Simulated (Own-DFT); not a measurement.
# Energy and forces against displacement in monoclinic HfO2, 96 atoms (Hf32O64)

Calculated results; nothing here was measured. The program, named Own-DFT, is a retired in-house plane-wave density functional code that no person has reviewed. Each row is one single-point run on a periodic cell that was not relaxed, without spin or spin-orbit coupling.

Settings of every run: PBEsol; PseudoDojo norm-conserving scalar-relativistic files, made for PBE; cutoff 72 hartree; 2 x 2 x 2 k mesh centred on Gamma; Fermi-Dirac smearing of 0.1 eV.

Known limits, some of them of some rows only: some atoms lie very close together; hafnium file: forces about 75 meV/angstrom off all-electron values; oxygen file: force components 24 meV/angstrom off all-electron in a glass; forces on such cells passed a denser k mesh, each cell not checked; stress not checked against mesh or cutoff.

Cell vectors in Å: (10.234, 0.000, 0.000); (0.000, 10.350, 0.000); (-1.696, 0.000, 10.445). In each run every atom was moved at random and independently from its ideal site; u is the rms move along one axis. E is the free energy for each atom above the fitted value at u = 0, and F the rms of the force components.

| run | u (Å) | E (meV/atom) | F (eV/Å) | largest force (eV/Å) | P (GPa) |
|---|---|---|---|---|---|
| 1 | 0.0189 | 8.6 | 0.386 | 1.40 | -2.61 |
| 2 | 0.0208 | 11.9 | 0.478 | 1.94 | -2.35 |
| 3 | 0.0508 | 65.7 | 1.114 | 4.77 | -0.66 |
| 4 | 0.0535 | 72.5 | 1.188 | 4.83 | 0.33 |
| 5 | 0.0774 | ? | ? | ? | ? |
| 6 | 0.0798 | 160.4 | 1.822 | 10.87 | 2.77 |
| 7 | 0.0817 | 159.4 | 1.898 | 8.07 | 3.02 |
| 8 | 0.1093 | 327.6 | 2.843 | 17.54 | 6.55 |

## Worked fit

For small independent moves the energy grows as E = (3/2) K u², with K the mean stiffness felt by one atom. The runs with u up to 0.11 Å give K = 17.0 ± 0.4 eV/Å², with residuals divided by u² + 0.0006 Å², since the noise grows with the moves. The scatter is 3.6 meV/atom at u = 0.05 Å. The forces follow F = G u with G = 22.9 eV/Å²; no force at u = 0 is resolved. G exceeds K because the moves of its neighbours add to the force on an atom, and stiffness differs between atoms. The pressure follows P = -2.52 + 790 u² GPa: at fixed volume, shortened bonds push harder than stretched ones pull.

## Withheld run

Question: what energy and rms force should run 5 give?

The fit gives 153 ± 9 meV/atom and about 1.77 eV/Å. The calculation gave 156.4 meV/atom and 1.777 eV/Å.
